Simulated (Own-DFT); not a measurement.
# Response to strain: C40 NbSi2, 36 atoms (Nb12Si24)

Calculated results; nothing here was measured. The program, named Own-DFT, is a retired in-house plane-wave density functional code that no person has reviewed. Each row is one single-point run on a periodic cell that was not relaxed, without spin or spin-orbit coupling.

Settings of every run: PBEsol; PseudoDojo norm-conserving scalar-relativistic files, made for PBE; cutoff 42 hartree; 4 x 4 x 5 k mesh centred on Gamma; cold (Marzari-Vanderbilt) smearing of 0.2 eV.

Known limits: forces on such cells failed a check on a denser k mesh; stress not checked against mesh or cutoff.

Unstrained cell vectors in Å: (0.000, 8.324, 0.000); (-9.613, 0.000, 0.000); (0.000, 0.000, 6.586). The unstrained cell was taken from the Materials Project. The random moves and any unrelaxed bonds add to the pressure at no strain. Each run strains this cell uniformly, with the atoms carried along. Every atom was also moved at random, by a Gaussian of width 0.05 Å on each axis. Strain is the symmetric tensor, in per cent. Stress is positive in tension, and the pressure is minus a third of its trace.

```
run  e_xx (%)  e_yy (%)  e_zz (%)  e_yz (%)  e_xz (%)  e_xy (%)  s_xx (GPa)  s_yy (GPa)  s_zz (GPa)  s_yz (GPa)  s_xz (GPa)  s_xy (GPa)  P (GPa)  E (meV/atom)
  1      0.91     -1.81      1.34      1.76     -1.39     -1.01        4.66       -3.82        4.14        5.35       -3.87       -3.18    -1.66          21.7
  2      1.24     -1.16      0.91      0.72      0.32     -0.31        5.73       -0.96        4.10        2.05        0.73       -0.50    -2.96           1.4
  3     -0.27     -1.32     -1.00      1.18      1.25     -1.54       -1.97       -5.29       -6.24        4.07        4.11       -5.45     4.50          23.7
  4      1.59      1.20     -0.67      1.40      1.02      1.45        7.11        4.96       -1.91        4.20        2.09        3.60    -3.39          37.7
  5     -1.60      0.64      0.40      0.04     -1.36     -1.85       -3.84        2.29        0.44       -0.44       -4.27       -5.20     0.37          20.2
  6      1.69      0.49     -0.57      0.69     -0.05     -0.39        6.99        4.08       -1.28        2.86        0.05       -1.14    -3.26          10.2
  7      0.20     -1.00     -1.33     -1.75      0.88     -0.16        0.51       -3.17       -8.25       -5.98        3.01       -0.09     3.64          22.2
  8     -1.06     -1.08      0.52      1.88     -1.76     -0.86       -3.31       -3.65       -0.30        5.81       -6.53       -2.52     2.42          30.1
  9      0.00     -0.61     -0.05     -1.31     -1.88      0.15        0.69       -0.82       -1.36       -4.56       -6.18        0.41     0.50          16.5
 10     -1.64      1.36     -1.17     -1.41     -1.40     -1.84       -6.24        4.08       -7.10       -5.11       -5.30       -6.36     3.09          42.4
 11     -0.34     -1.86      1.10     -0.26     -0.60     -1.27       -1.50       -5.02        2.10       -0.88       -1.69       -3.41     1.47          25.7
 12     -0.40     -1.18      0.25     -0.94      0.61      0.87       -0.70       -2.58       -0.05       -2.31        2.04        2.37     1.11           0.0
 13     -0.36     -0.30     -1.60      0.51      1.72     -1.44       -2.61       -1.65       -9.01        2.31        5.97       -4.24     4.42          38.2
 14     -0.64     -1.19     -1.45      0.91      0.13     -1.98       -4.34       -4.86       -9.00        2.59        0.19       -5.24     6.07          29.9
 15      1.33      0.16     -0.27     -1.91      1.34      0.07        5.29        2.18       -0.92       -5.46        4.20        0.64    -2.18          30.7
 16      0.64     -0.71     -0.32     -1.12      1.68     -0.70           ?           ?           ?           ?           ?           ?        ?             ?
```

E is the free energy for each atom above the lowest run shown.

## Worked fit

Each stress component was fitted by least squares to a constant and the strains of the runs shown, as fractions, with shears doubled. Shear strains stay in the fit of a normal stress only where such slopes are resolved. The slopes, in GPa:

| stress | at no strain | per e_xx | per e_yy | per e_zz | scatter |
|---|---|---|---|---|---|
| s_xx | 0.8 | 382 ± 13 | 65 ± 15 | 102 ± 16 | 0.54 |
| s_yy | 1.0 | 72 ± 13 | 352 ± 14 | 81 ± 16 | 0.52 |
| s_zz | -0.8 | 87 ± 13 | 77 ± 15 | 468 ± 16 | 0.52 |

Each shear stress against twice its own strain: yz 159 ± 6, xz 166 ± 8, xy 139 ± 10 GPa. These are stiffnesses along x, y and z of the frame in which the cell vectors are given, which need not be the crystal's axes. The atoms are held to the strained lattice; where symmetry lets them move under strain, relaxing them would lower some slopes. The table should be nearly symmetric about its diagonal, and what it lacks of that shows the noise. A ninth of its sum, 187 ± 9 GPa, estimates the bulk modulus near the mean pressure of these runs, 0.9 GPa.

## Withheld run

Question: what normal stresses and pressure should run 16 give?

The fit gives s_xx = 2.5, s_yy = -1.3, s_zz = -2.3 and P = 0.4 GPa. The calculation gave 3.09, -1.46, -2.51 and P = 0.29 GPa.
